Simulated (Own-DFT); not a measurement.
# Computed records: AlGa3N4 (wurtzite random alloy, strained, atoms displaced)

All values are calculated (Own-DFT development build). A calculation, not a measurement: plane-wave PBE density functional theory by an unreviewed code, no spin, of a simulated periodic cell, stress positive in tension, free energy of the whole cell less one offset for each atom, forces on such cells passed a denser k mesh, this cell's mesh not checked; offsets are fitted by least squares, one for each functional and potential file, so energies compare only between cells with the same atoms and settings and are not formation energies; the far tail of each file's local potential was reset to the Coulomb form; each entry is a single point on an unrelaxed cell, so the pressure reflects the starting lattice, mostly measured values, from which strain is counted, and rises with the displacements; printed positions are rounded, which can move forces by about a meV/angstrom; the program is a retired in-house code; no spin-orbit coupling.

Settings shared by all entries: functional PBE; potential files PseudoDojo norm-conserving, scalar-relativistic, standard set with the stringent files for Ga; wave cutoff 96 hartree; occupations Gaussian; smearing width 0.01 eV; k mesh 4 x 4 x 3 centred on Gamma.

(1) AlGa3N4 (wurtzite random alloy, strained, atoms displaced)

```
AlGa3N4
1.0
      9.6994     0.0000     0.0000
     -4.8497     8.4000     0.0000
      0.0000     0.0000    10.2685
Ga Al N Ga N Ga N Al N Al N Ga N Ga N Ga N Ga N Ga Al N Al Ga N Ga N Ga N Al Ga N Ga N Ga N Ga N Al Ga N
1 1 2 2 2 2 2 2 2 2 2 2 2 2 2 2 2 2 2 1 1 2 1 1 2 2 2 2 2 1 1 2 2 2 2 2 2 2 1 1 2
Direct
  0.11928 0.22414 0.00451
  0.21818 0.10514 0.25643
  0.11243 0.21913 0.19327
  0.23405 0.12071 0.43830
  0.11534 0.22357 0.50224
  0.22024 0.10700 0.74837
  0.11149 0.22819 0.68404
  0.21981 0.10508 0.93740
  0.11367 0.55023 0.99735
  0.22571 0.44419 0.24687
  0.10307 0.53923 0.18541
  0.22348 0.45030 0.44464
  0.10817 0.56114 0.49635
  0.22287 0.44029 0.75526
  0.10702 0.55024 0.68381
  0.21372 0.44483 0.93916
  0.11213 0.88862 0.00446
  0.22813 0.77286 0.24981
  0.10775 0.89111 0.19706
  0.22177 0.78786 0.44279
  0.11585 0.88931 0.50151
  0.22196 0.77710 0.74913
  0.11439 0.91457 0.69031
  0.22531 0.78208 0.93837
  0.44325 0.23150 0.99514
  0.55714 0.11033 0.24675
  0.44234 0.22214 0.19714
  0.55055 0.11432 0.44315
  0.44300 0.22760 0.49572
  0.56702 0.11408 0.74898
  0.44587 0.22211 0.69245
  0.54957 0.10443 0.94060
  0.44995 0.56255 0.99274
  0.56495 0.45032 0.24653
  0.44321 0.54608 0.19421
  0.55526 0.43860 0.43694
  0.44711 0.55871 0.49348
  0.56030 0.45055 0.74602
  0.45126 0.55510 0.69081
  0.55183 0.43269 0.94024
  0.43650 0.89018 0.99667
  0.55574 0.77420 0.24892
  0.44227 0.88169 0.19878
  0.55274 0.77317 0.43671
  0.45078 0.89023 0.50128
  0.55830 0.78550 0.74657
  0.44079 0.88719 0.69411
  0.54816 0.77844 0.94246
  0.77426 0.22274 0.00439
  0.88909 0.11160 0.25278
  0.79093 0.23042 0.19108
  0.88469 0.10398 0.43858
  0.78110 0.21756 0.50124
  0.90828 0.11895 0.74676
  0.78051 0.22915 0.68565
  0.89301 0.11315 0.93682
  0.77620 0.55421 0.00649
  0.89022 0.44081 0.24980
  0.77843 0.55736 0.18915
  0.89288 0.44737 0.43984
  0.78057 0.55052 0.50037
  0.88675 0.44988 0.75100
  0.78355 0.55479 0.68691
  0.88948 0.45094 0.93198
  0.78362 0.89107 0.00782
  0.88817 0.78900 0.24284
  0.76871 0.88473 0.19506
  0.89338 0.78651 0.43597
  0.77142 0.88615 0.50183
  0.88461 0.77312 0.74627
  0.78523 0.88843 0.69702
  0.88912 0.78175 0.93852
```

* free energy of cell above offsets: -9.997 eV
* pressure: -0.66 GPa
* stress xx: 2.54 GPa
* stress yy: 2.31 GPa
* stress zz: -2.89 GPa
* stress yz: 0.05 GPa
* stress xz: 0.51 GPa
* stress xy: 0.05 GPa

Force:
```tsv
element	x (eV/Å)	y (eV/Å)	z (eV/Å)
Ga	-0.77	-0.618	-0.389
Al	0.519	1.042	-0.571
N	0.474	-0.53	0.302
N	-1.85	-1.208	-0.257
Ga	-0.086	0.185	-1.417
Ga	0.621	4.002	1.052
N	1.634	1.115	1.243
N	-0.18	0.035	0.938
Ga	-2.008	1.067	0.067
Ga	-0.175	-0.696	1.041
N	0.524	2.519	0.624
N	-0.79	0.075	-0.718
Al	0.891	-0.124	0.479
Al	-0.284	0.881	-1.539
N	0.773	0.65	0.451
N	2.471	-0.735	-0.905
Al	-0.273	-0.011	-0.401
Al	-1.541	-0.051	0.509
N	1.71	-0.145	-1.463
N	1.783	-2.18	-1.187
Ga	-1.629	1.278	-0.091
Ga	-0.803	-0.109	-0.35
N	0.599	-5.84	-1.244
N	-0.813	-0.155	1.061
Ga	0.429	-3.202	1.451
Ga	-0.419	0.275	0.777
N	-0.185	-0.492	-1.074
N	2.292	-0.135	-0.305
Ga	1.054	-0.441	1.32
Ga	-1.318	0.025	0.041
N	0.099	1.13	-0.032
N	0.253	0.419	0.581
Ga	-0.158	-1.016	0.818
Ga	-0.528	-1.402	0.695
N	-0.189	1.308	-1.288
N	0.104	1.887	0.202
Ga	0.196	-1.179	0.898
Al	0.334	-1.281	0.215
N	-0.858	-0.145	0.401
N	-0.278	3.567	-1.677
Al	1.155	-0.184	0.702
Ga	-0.778	-0.806	-0.059
N	-0.651	0.297	-1.852
N	0.777	1.267	0.924
Ga	-1.116	0.343	-0.187
Ga	0.576	-0.803	0.862
N	0.562	0.499	-0.756
N	0.235	0.998	0.008
Ga	0.592	-0.005	-1.423
Ga	0.446	0.031	-0.342
N	-1.197	-1.642	-0.109
N	-0.475	0.198	1.244
Al	-1	0.626	-0.414
Ga	-2.454	-1.043	0.84
N	1.034	-0.652	-0.25
N	-0.155	0.159	0.875
Ga	0.226	0.351	-1.548
Ga	-0.661	1.129	0.565
N	0.806	0.441	0.545
N	0.681	-1.082	0.093
Ga	-0.795	0.906	-1.005
Ga	1.351	-0.767	-0.851
N	-1.885	0.273	0.414
N	0.106	-0.583	2.033
Ga	-1.012	0.306	-1.651
Ga	1.031	-1.451	1.588
N	0.36	1.231	-0.753
N	-0.864	-0.562	0.831
Al	1.248	-0.108	-0.028
Ga	0.964	0.677	0.605
N	-1.694	0.653	-2.071
N	0.967	-0.462	0.911
```

(2) AlGa3N4 (wurtzite random alloy, strained, atoms displaced)

```
AlGa3N4
1.0
      9.6994     0.0000     0.0000
     -4.8497     8.4000     0.0000
      0.0000     0.0000    10.2685
Ga N Ga N Ga N Al Ga N Ga N Ga N Ga N Ga N Al Ga N Ga Al N Ga N Ga N Ga N Ga Al N Al N Al Ga N Al Ga N Al Ga N
2 2 2 2 2 2 1 1 2 2 2 2 2 2 2 2 2 1 1 2 1 1 2 2 2 2 2 2 2 1 1 2 2 2 1 1 2 1 1 2 1 1 2
Direct
  0.10746 0.21568 0.00208
  0.21868 0.10750 0.24177
  0.12087 0.22642 0.18776
  0.22292 0.11102 0.44885
  0.10248 0.21514 0.50495
  0.22023 0.10400 0.75139
  0.10413 0.21576 0.68764
  0.21603 0.10296 0.94159
  0.10543 0.55673 0.00251
  0.24013 0.45898 0.26041
  0.11320 0.55540 0.17638
  0.22397 0.43317 0.44330
  0.11405 0.56024 0.49409
  0.21470 0.43436 0.75099
  0.10937 0.55000 0.68872
  0.21929 0.44923 0.92428
  0.10781 0.89251 0.99950
  0.22303 0.77601 0.25195
  0.11215 0.88502 0.18644
  0.22654 0.77804 0.43576
  0.11126 0.88949 0.49972
  0.22059 0.77262 0.76027
  0.10725 0.89845 0.69037
  0.23128 0.78249 0.94107
  0.44867 0.21820 0.00101
  0.56132 0.11080 0.24189
  0.45286 0.22315 0.19171
  0.55005 0.11527 0.43843
  0.44217 0.21487 0.50122
  0.56623 0.11362 0.74561
  0.44417 0.20810 0.69376
  0.55267 0.10105 0.92671
  0.45248 0.56423 0.99259
  0.55158 0.44282 0.24775
  0.44918 0.55881 0.18783
  0.56773 0.45489 0.43973
  0.44827 0.55868 0.49782
  0.56017 0.44958 0.75214
  0.44647 0.55036 0.69044
  0.56047 0.45440 0.93858
  0.43491 0.88856 0.99795
  0.56447 0.78975 0.25967
  0.45254 0.88850 0.18664
  0.55641 0.77789 0.43825
  0.44145 0.89510 0.49865
  0.55541 0.78330 0.75447
  0.44100 0.88767 0.69641
  0.55208 0.78112 0.94149
  0.77965 0.22637 0.00504
  0.89507 0.11556 0.24564
  0.76678 0.21430 0.19602
  0.88499 0.11369 0.43548
  0.77352 0.22533 0.50096
  0.89048 0.11050 0.74687
  0.78293 0.22821 0.68797
  0.87479 0.11032 0.93775
  0.77923 0.55632 0.99838
  0.88073 0.43974 0.25094
  0.76976 0.55295 0.19711
  0.87830 0.44114 0.44112
  0.77951 0.55752 0.49935
  0.89510 0.45633 0.74877
  0.78350 0.55919 0.68576
  0.87829 0.44154 0.94009
  0.77808 0.89163 0.00403
  0.87831 0.77740 0.24571
  0.77797 0.89024 0.18582
  0.89769 0.78093 0.44384
  0.77896 0.88989 0.49858
  0.89963 0.78564 0.75133
  0.77291 0.87863 0.68658
  0.88876 0.77889 0.94445
```

- free energy of cell above offsets: -9.631 eV
- pressure: -0.36 GPa
- stress xx: 2.48 GPa
- stress yy: 3.71 GPa
- stress zz: -5.11 GPa
- stress yz: 0.36 GPa
- stress xz: -0.08 GPa
- stress xy: -0.39 GPa

Force:
```tsv
element	x (eV/Å)	y (eV/Å)	z (eV/Å)
Ga	-0.467	1.242	-1.206
Ga	1.021	0.066	1.496
N	-0.996	0.3	0.438
N	-0.403	-0.114	-1.641
Ga	0.575	-0.059	-1.028
Ga	0.317	1.8	-0.025
N	-0.065	-0.419	1.288
N	0.305	1.539	-0.129
Ga	0.807	-0.3	-2.729
Ga	-0.815	-1.092	-1.774
N	-0.736	-0.693	4.386
N	-1.571	1.756	0.302
Al	-0.099	-1.14	0.973
Ga	0.69	0.641	-2.401
N	0.02	1.166	-1.297
N	0.86	-0.259	4.224
Ga	0.88	-1.196	0.214
Ga	0.172	0.247	-1.48
N	-0.546	0.007	0.662
N	-0.599	-0.991	0.967
Ga	0.385	0.299	0.121
Ga	-0.062	0.328	-1.926
N	1.889	-1.884	-0.293
N	-2.877	-1.293	0.405
Ga	-0.261	0.408	-0.893
Ga	-2.166	-1.344	1.694
N	-1.031	-0.513	-0.632
N	1.49	-0.881	-0.543
Ga	-0.872	1.723	0.533
Ga	-0.448	-0.423	-0.319
N	-0.99	2.255	-0.096
N	-0.173	1.416	2.718
Al	-1.087	-0.62	0.494
Ga	-0.013	0.112	0.746
N	-0.08	0.625	-0.84
N	-0.484	-0.885	0.231
Ga	0.549	-0.653	1.022
Al	0.202	-0.7	-0.767
N	-0.168	0.147	0.189
N	0.307	-0.388	0.06
Ga	2.455	0.628	0.518
Ga	-0.189	-1.126	-2.194
N	-1.207	0.067	0.492
N	0.291	1.031	1.602
Ga	0.961	-0.219	0.883
Ga	0.341	-1.057	-0.647
N	0.063	-0.085	-1.42
N	1.374	-0.189	0.687
Ga	-0.907	-0.795	-0.845
Ga	0.035	0.026	0.425
N	2.664	2.611	-1.017
N	0.146	-1.135	0.54
Ga	0.192	-0.417	-0.26
Al	-0.922	-0.362	0.206
N	1.105	-0.511	0.42
N	1.902	-0.824	-0.164
Al	-0.772	0.15	0.674
Al	0.126	0.51	0.1
N	1.778	0	-1.86
N	1.54	1.559	-1.016
Al	-0.067	0.393	-0.031
Ga	-0.176	-1.289	-0.124
N	-1.015	-0.033	0.328
N	0.209	1.04	0.403
Al	-0.824	-0.24	-1.376
Ga	1.733	-0.309	0.961
N	-0.046	0.701	0.033
N	-1.941	-0.573	-0.652
Al	0.199	-0.163	0.25
Ga	-1.615	-1.221	-0.036
N	-0.102	1.981	-0.132
N	-0.794	-0.379	0.108
```

(3) AlGa3N4 (wurtzite random alloy, strained, atoms displaced)

```
AlGa3N4
1.0
      9.6994     0.0000     0.0000
     -4.8497     8.4000     0.0000
      0.0000     0.0000    10.2685
Ga N Al N Al Ga N Ga N Ga Al N Ga N Ga N Al N Ga N Al Ga N Ga N Ga N Al Ga N Ga Al N Ga N Ga N Ga N Ga N
2 2 2 2 1 1 2 2 2 1 1 2 2 2 2 2 2 2 2 2 1 1 2 2 2 2 2 1 1 2 1 1 2 2 2 2 2 2 2 2 2
Direct
  0.11512 0.22451 0.01237
  0.21774 0.10827 0.25668
  0.12042 0.23395 0.18924
  0.22838 0.11243 0.43300
  0.11319 0.22317 0.49620
  0.21669 0.10739 0.75081
  0.10977 0.22500 0.69003
  0.22579 0.11644 0.94154
  0.11381 0.55302 0.00525
  0.20662 0.43731 0.25344
  0.11267 0.55843 0.18871
  0.22328 0.44680 0.44284
  0.11608 0.55560 0.49790
  0.21956 0.44764 0.75140
  0.10287 0.54838 0.69398
  0.21636 0.43277 0.93914
  0.11427 0.88936 0.99787
  0.22268 0.77721 0.25358
  0.10822 0.89137 0.18547
  0.22857 0.77613 0.43676
  0.10751 0.89175 0.49652
  0.22497 0.78044 0.74779
  0.11319 0.89620 0.69059
  0.22169 0.77294 0.93153
  0.43921 0.21492 0.00797
  0.55593 0.11155 0.25138
  0.44032 0.22682 0.18654
  0.55812 0.11732 0.44124
  0.44181 0.21242 0.50522
  0.55998 0.11335 0.75126
  0.43954 0.21686 0.69695
  0.55584 0.11496 0.93239
  0.45639 0.55662 0.99786
  0.56470 0.44693 0.25526
  0.44099 0.55980 0.18732
  0.55191 0.43569 0.44408
  0.44230 0.55037 0.50058
  0.55502 0.44001 0.75308
  0.44434 0.55835 0.68265
  0.55516 0.44683 0.94006
  0.44000 0.88081 0.00083
  0.54856 0.78276 0.24632
  0.45356 0.90227 0.18948
  0.56417 0.78569 0.43571
  0.44382 0.89014 0.49249
  0.55557 0.77565 0.74820
  0.43786 0.88318 0.68080
  0.56700 0.78211 0.94183
  0.77803 0.22355 0.00093
  0.89604 0.11170 0.25204
  0.77907 0.21677 0.19121
  0.88761 0.10999 0.43984
  0.77210 0.21295 0.50152
  0.88374 0.11290 0.74583
  0.77720 0.22110 0.69173
  0.88488 0.11024 0.93670
  0.77340 0.55358 0.99809
  0.88866 0.44225 0.25416
  0.78164 0.55860 0.19385
  0.88929 0.44149 0.43931
  0.78294 0.56085 0.50445
  0.88741 0.44038 0.75128
  0.76688 0.54142 0.68535
  0.89514 0.44874 0.94023
  0.77526 0.89050 0.99393
  0.88765 0.77513 0.24562
  0.77810 0.88558 0.19050
  0.89269 0.77586 0.44001
  0.77477 0.90030 0.49846
  0.89800 0.78224 0.75586
  0.77174 0.88671 0.69122
  0.89374 0.78601 0.94306
```

- free energy of cell above offsets: -10.916 eV
- pressure: -0.84 GPa
- stress xx: 3.75 GPa
- stress yy: 3.67 GPa
- stress zz: -4.9 GPa
- stress yz: -0.44 GPa
- stress xz: -0.06 GPa
- stress xy: -0.68 GPa

Force:
```tsv
element	x (eV/Å)	y (eV/Å)	z (eV/Å)
Ga	-0.421	-0.845	-3.087
Ga	0.576	0.42	-2.583
N	-0.38	-2.153	1.979
N	-0.687	0.512	2.852
Al	-0.109	0.13	1.15
Al	-0.018	1.419	0.546
N	0.156	-1.338	-0.986
N	-0.436	-0.873	-0.797
Al	-0.039	-0.126	-1.379
Ga	1.741	2.317	-0.06
N	-0.353	0.811	0.072
N	0.94	-1.109	-0.057
Ga	-1.079	-0.142	0.957
Ga	0.691	-0.571	-0.103
N	0.278	1.316	-1.05
N	-0.251	2.172	0.704
Ga	0.066	0.426	-0.107
Al	-0.298	0.428	-0.994
N	1.504	-0.535	1.079
N	-1.311	0.179	-0.528
Ga	0.8	-0.42	0.423
Ga	-0.261	-0.593	-0.822
N	0.307	-0.229	-0.314
N	0.104	-0.531	1.981
Ga	0.34	0.578	-1.995
Ga	-0.23	1.421	-0.208
N	0.806	-0.389	1.922
N	-0.752	-0.634	0.012
Al	-0.193	1.376	0.168
Al	-0.829	-0.678	-0.598
N	0.116	-0.828	-1.177
N	0.891	-0.234	1.182
Ga	-2.093	0.102	0.714
Ga	-1.534	0.016	-0.226
N	0.259	-0.402	0.703
N	-0.545	0.169	0.467
Al	0.58	0.711	-0.761
Ga	-0.907	-0.005	-0.773
N	0.041	-0.622	0.66
N	1.055	-0.915	-0.037
Ga	0.322	1.083	-0.798
Ga	1.784	-0.723	0.174
N	-1.901	-1.814	-0.079
N	-1.103	-1.625	0.321
Ga	0.842	-0.07	0.618
Ga	-0.606	0.014	-0.127
N	0.732	1.452	1.136
N	-2.228	-1.206	-0.858
Al	0.136	-0.273	-0.373
Ga	-0.696	-0.792	-0.919
N	-0.26	0.718	-0.786
N	1.326	1.523	0.165
Ga	0.176	1.612	-0.009
Al	1.146	-0.29	0.837
N	-0.335	-0.998	-0.012
N	-0.19	0.967	-0.037
Ga	0.866	0.478	0.364
Ga	-0.181	-0.054	-0.677
N	0.181	-0.9	-0.864
N	0.183	0.016	0.712
Ga	-0.273	-0.937	-1.068
Ga	-0.451	0.286	-0.029
N	0.915	1.472	1.671
N	-0.051	-0.716	1.056
Ga	1.354	1.143	1.293
Ga	-0.234	0.563	0.594
N	-0.325	0.701	-0.306
N	-0.9	0.618	-0.223
Ga	1.377	-1.974	0.613
Ga	-1.253	-0.751	-0.933
N	1.002	1.253	-0.139
N	0.12	-1.107	-0.245
```

(4) AlGa3N4 (wurtzite random alloy, strained, atoms displaced)

```
AlGa3N4
1.0
      9.6994     0.0000     0.0000
     -4.8497     8.4000     0.0000
      0.0000     0.0000    10.2685
Ga N Ga Al N Ga Al N Ga N Al Ga N Ga N Ga Al N Ga N Al N Ga Al N Ga N Ga N Ga N Ga N Al Ga N Al Ga N Ga N Ga N
2 2 1 1 2 1 1 2 2 2 1 1 2 2 2 1 1 2 2 2 2 2 1 1 2 2 2 2 2 2 2 2 2 1 1 2 1 1 2 2 2 2 2
Direct
  0.11523 0.21877 0.99663
  0.22846 0.11175 0.25028
  0.10120 0.22024 0.19243
  0.20753 0.10250 0.44133
  0.10534 0.22233 0.50324
  0.21675 0.10333 0.74842
  0.12194 0.22706 0.69520
  0.22731 0.11907 0.93818
  0.11536 0.55565 0.00609
  0.21300 0.44212 0.24775
  0.11372 0.54769 0.19386
  0.21804 0.43963 0.43908
  0.11088 0.55475 0.49509
  0.23098 0.44076 0.75553
  0.11169 0.54199 0.69478
  0.21523 0.43881 0.93840
  0.11657 0.87727 0.00308
  0.22096 0.76936 0.24387
  0.10821 0.88415 0.19316
  0.21677 0.77845 0.43903
  0.10887 0.88113 0.49815
  0.22253 0.76901 0.76424
  0.10809 0.88901 0.69075
  0.21684 0.77844 0.94325
  0.44538 0.22151 0.00432
  0.56215 0.11681 0.24667
  0.43486 0.21800 0.18588
  0.54457 0.10448 0.44942
  0.44087 0.22694 0.50009
  0.55904 0.11611 0.75981
  0.44841 0.21700 0.69074
  0.56181 0.11640 0.94587
  0.44444 0.55756 0.99865
  0.55317 0.42752 0.25483
  0.44129 0.55676 0.18824
  0.55141 0.44426 0.44798
  0.44898 0.55651 0.49183
  0.55599 0.44827 0.74760
  0.44988 0.55770 0.68621
  0.56140 0.44581 0.94504
  0.44745 0.90031 0.99135
  0.56135 0.77817 0.25549
  0.44562 0.88426 0.19308
  0.55548 0.78387 0.43273
  0.44319 0.89375 0.49992
  0.57005 0.78431 0.74410
  0.43893 0.88774 0.68451
  0.55938 0.78107 0.94130
  0.77422 0.21589 0.99922
  0.88408 0.10126 0.24703
  0.77327 0.22356 0.18976
  0.88591 0.10806 0.43273
  0.77565 0.22594 0.49372
  0.88537 0.10093 0.74549
  0.78535 0.22340 0.68127
  0.88980 0.11681 0.94606
  0.77377 0.55087 0.99959
  0.89481 0.43462 0.25109
  0.78392 0.55526 0.19273
  0.88824 0.44161 0.44666
  0.78315 0.55532 0.50547
  0.88618 0.44565 0.75436
  0.78106 0.56881 0.68596
  0.88910 0.44348 0.93378
  0.76856 0.89417 0.00483
  0.89006 0.77490 0.25278
  0.77797 0.89119 0.18054
  0.88956 0.77631 0.44480
  0.77451 0.88836 0.50565
  0.89102 0.77810 0.74486
  0.78154 0.88788 0.70057
  0.89328 0.78351 0.93176
```

* free energy of cell above offsets: -8.890 eV
* pressure: -0.39 GPa
* stress xx: 2.99 GPa
* stress yy: 2.16 GPa
* stress zz: -3.97 GPa
* stress yz: -0.28 GPa
* stress xz: 0.54 GPa
* stress xy: 0.01 GPa

Force:
```tsv
element	x (eV/Å)	y (eV/Å)	z (eV/Å)
Ga	-1.114	0.068	1.002
Ga	-2.371	-0.945	0.603
N	1.342	0.818	-0.414
N	1.048	0.993	-0.123
Ga	0.346	-0.231	-0.225
Al	0.802	0.722	0.154
N	-0.178	-1.857	-0.436
N	1.121	-2.1	-0.364
Ga	-0.554	-0.954	-1.133
Al	2.535	-0.945	0.666
N	-0.839	0.415	-0.468
N	0.25	0.622	-1.017
Ga	0.594	0.223	1.623
Ga	-0.836	0.649	-1.12
N	-0.689	1.388	-0.429
N	1.517	1.364	1.396
Al	-3.72	1.847	0.123
Ga	-0.002	1.141	1.156
N	0.727	0.197	-1.345
N	1.248	-0.871	-0.624
Ga	-0.385	0.932	0.784
Ga	-0.42	-0.225	-3.374
N	1.128	0.264	0.107
N	1.704	-0.33	1.163
Ga	-0.77	0.692	-1.592
Al	-1.042	-1.744	1.042
N	2.499	0.64	1.733
N	0.436	2.248	-2.886
Ga	-0.169	-1.64	0.774
Ga	0.566	-0.428	-2.368
N	-1.612	1.304	0.856
N	-1.029	-0.118	-0.398
Al	0.177	-0.135	0.528
Al	-0.734	2.328	-0.536
N	0.466	-1.33	0.253
N	2.238	0.079	-1.932
Ga	-1.793	0.459	0.704
Al	0.598	-0.532	0.256
N	0.592	-0.046	0.464
N	-0.98	0.389	-1.104
Ga	0.821	-2.002	1.732
Ga	-0.395	-0.402	-2.445
N	-0.416	1.662	-0.787
N	0.423	-0.458	2.576
Ga	-0.443	-1.385	-0.188
Ga	-2.628	-1.202	0.984
N	0.94	0.04	2.093
N	-1.492	-1.058	-0.808
Ga	1.047	1.826	0.203
Ga	0.012	0.772	-0.075
N	0.033	-0.915	0.225
N	-0.467	-0.063	1.367
Ga	0.166	-1.53	0.669
Ga	0.156	2.731	1.245
N	-0.73	-0.43	1.446
N	0.316	-0.774	-1.219
Al	0.806	1.343	0.036
Ga	-1.356	1.21	0.372
N	-0.805	-1.375	-0.451
N	-0.885	1.028	-1.078
Al	-0.595	0.201	-0.903
Ga	0.888	-0.129	-1.859
N	-0.3	-2.622	0.115
N	-0.736	0.348	2.613
Ga	2.19	-0.176	-2.24
Ga	-0.506	0.143	-0.203
N	0.399	-1.077	2.772
N	-0.964	-1.029	-0.155
Ga	0.447	0.189	-0.758
Ga	0.682	0.44	1.295
N	0.173	0.228	-2.249
N	0.519	-0.888	2.177
```

(5) AlGa3N4 (wurtzite random alloy, strained, atoms displaced)

```
AlGa3N4
1.0
      9.6994     0.0000     0.0000
     -4.8497     8.4000     0.0000
      0.0000     0.0000    10.2685
Al N Ga Al N Ga N Ga N Ga N Al Ga N Ga Al N Ga N Ga Al N Ga N Ga N Ga N Al Ga N Ga Al N Ga N Ga N Ga N Ga Al N
2 2 1 1 2 2 2 2 2 2 2 1 1 2 1 1 2 2 2 1 1 2 2 2 2 2 2 2 1 1 2 1 1 2 2 2 2 2 2 2 1 1 2
Direct
  0.11021 0.22383 0.99864
  0.22525 0.11696 0.25452
  0.10508 0.22575 0.18842
  0.23434 0.11449 0.44560
  0.11780 0.22682 0.49759
  0.22305 0.10932 0.74590
  0.10714 0.21729 0.67955
  0.23537 0.12149 0.93933
  0.11117 0.55820 0.99998
  0.22837 0.44625 0.25620
  0.10229 0.56152 0.19365
  0.22546 0.44865 0.43692
  0.10376 0.55670 0.49398
  0.21796 0.43889 0.74589
  0.11368 0.56902 0.69668
  0.22631 0.44496 0.93618
  0.10789 0.87704 0.99787
  0.22705 0.77606 0.24390
  0.11001 0.88610 0.18532
  0.22540 0.77785 0.43599
  0.10670 0.88607 0.50014
  0.22800 0.78039 0.75565
  0.11025 0.88164 0.68936
  0.21463 0.76679 0.94027
  0.45003 0.22102 0.00873
  0.55787 0.11480 0.25640
  0.44657 0.21425 0.18947
  0.56016 0.12005 0.43252
  0.44678 0.22265 0.49386
  0.55694 0.11355 0.74919
  0.44298 0.20971 0.68847
  0.53941 0.09321 0.93823
  0.44993 0.55973 0.99333
  0.55827 0.44305 0.24796
  0.43565 0.55508 0.18419
  0.55213 0.44088 0.43651
  0.44584 0.55410 0.50346
  0.56413 0.44967 0.74436
  0.44620 0.55304 0.69677
  0.55940 0.45312 0.94414
  0.45083 0.90530 0.99412
  0.56293 0.78414 0.24560
  0.45081 0.89708 0.18717
  0.56163 0.78279 0.43191
  0.44706 0.88411 0.50275
  0.55249 0.76842 0.74022
  0.44391 0.88395 0.69209
  0.56702 0.78643 0.94128
  0.76883 0.21395 0.00595
  0.89142 0.11839 0.25508
  0.78536 0.22351 0.20355
  0.88039 0.11499 0.43947
  0.78350 0.22474 0.50246
  0.89865 0.12076 0.75050
  0.77452 0.22163 0.68690
  0.87937 0.10645 0.94010
  0.76953 0.54638 0.99339
  0.88850 0.44742 0.25311
  0.77804 0.56408 0.19533
  0.89619 0.45010 0.43831
  0.77963 0.55290 0.50094
  0.89644 0.44888 0.74472
  0.77469 0.55398 0.69411
  0.88416 0.43513 0.93614
  0.78747 0.89210 0.99864
  0.88783 0.76964 0.24785
  0.78256 0.88457 0.19218
  0.87944 0.78325 0.43391
  0.78003 0.88410 0.50027
  0.88555 0.77637 0.75152
  0.77998 0.88263 0.69823
  0.88339 0.77473 0.93995
```

* free energy of cell above offsets: -8.752 eV
* pressure: -0.13 GPa
* stress xx: 1.98 GPa
* stress yy: 1.99 GPa
* stress zz: -3.58 GPa
* stress yz: 0.4 GPa
* stress xz: 0.58 GPa
* stress xy: -0.01 GPa

Force:
```tsv
element	x (eV/Å)	y (eV/Å)	z (eV/Å)
Al	0.378	0.013	0.13
Al	-0.221	-1.055	-1.007
N	1.959	-0.31	-0.047
N	-2.233	-1.56	-1.528
Ga	-0.677	-0.544	-1.128
Al	0.405	-0.235	0.549
N	0.464	-0.104	2.103
N	-1.783	-0.851	-0.757
Ga	0.249	-1.715	0.506
Ga	-1.199	0.165	-1.98
N	1.597	-0.993	-0.774
N	-0.172	-0.139	1.774
Ga	1.971	1.201	1.108
Ga	-0.231	0.681	0.528
N	1.075	-1.949	-1.756
N	-0.745	-0.888	0.294
Ga	-0.682	1.287	0.005
Ga	-0.29	1.172	0.379
N	0.157	1.322	1.195
N	-1.04	0.576	0.626
Al	0.624	0.032	-0.26
Ga	-0.439	0.425	-0.562
N	-1.287	0.947	-0.207
N	0.686	1.685	0.125
Ga	-0.91	0.367	-1.855
Al	0.725	-0.749	-1.21
N	-0.607	1.226	1.98
N	0.515	-0.806	1.43
Ga	1.111	0.076	1.222
Ga	0.442	-0.821	-0.099
N	-1.49	1.445	-0.149
N	1.179	6.881	-1.147
Ga	-1.05	0.816	0.622
Al	-0.851	0.466	-0.285
N	1.99	-0.11	0.751
N	0.393	0.71	-0.304
Ga	-0.026	0.592	-0.806
Ga	-0.958	-2.034	1.305
N	-0.461	-1.036	-1.444
N	0.078	-2.048	-1.118
Ga	0.849	-6.741	2.308
Ga	-0.383	-0.502	-0.821
N	0.022	0.465	0.312
N	-0.245	-0.819	1.682
Ga	-0.588	0.728	-0.841
Ga	0.277	1.864	2.203
N	0.357	0.512	-0.324
N	-1.105	-0.627	-0.733
Al	0.632	0.401	-0.188
Ga	0.84	-1.7	-0.491
N	-2.729	0.126	-2.517
N	2.399	-0.677	0.821
Ga	-1.442	0.083	-0.66
Al	-1.257	-1.575	0
N	1.476	0.118	1.051
N	0.928	2.127	-0.542
Ga	1.433	1.319	1.083
Ga	-0.326	0.032	-0.895
N	-0.281	-3.323	-1.053
N	-1.48	-0.816	0.781
Ga	-0.76	0.538	-0.307
Ga	-0.765	-0.663	0.837
N	1.224	1.294	-0.867
N	-0.314	-0.635	0.86
Ga	-0.962	-0.567	0.72
Ga	-0.009	2.327	-0.121
N	-0.341	1.192	-0.452
N	3.509	-1.04	1.095
Ga	-1.734	1.517	0.732
Al	0.885	-0.035	0.272
N	-0.066	1.334	-1.078
N	1.312	-0.389	-1.079
```
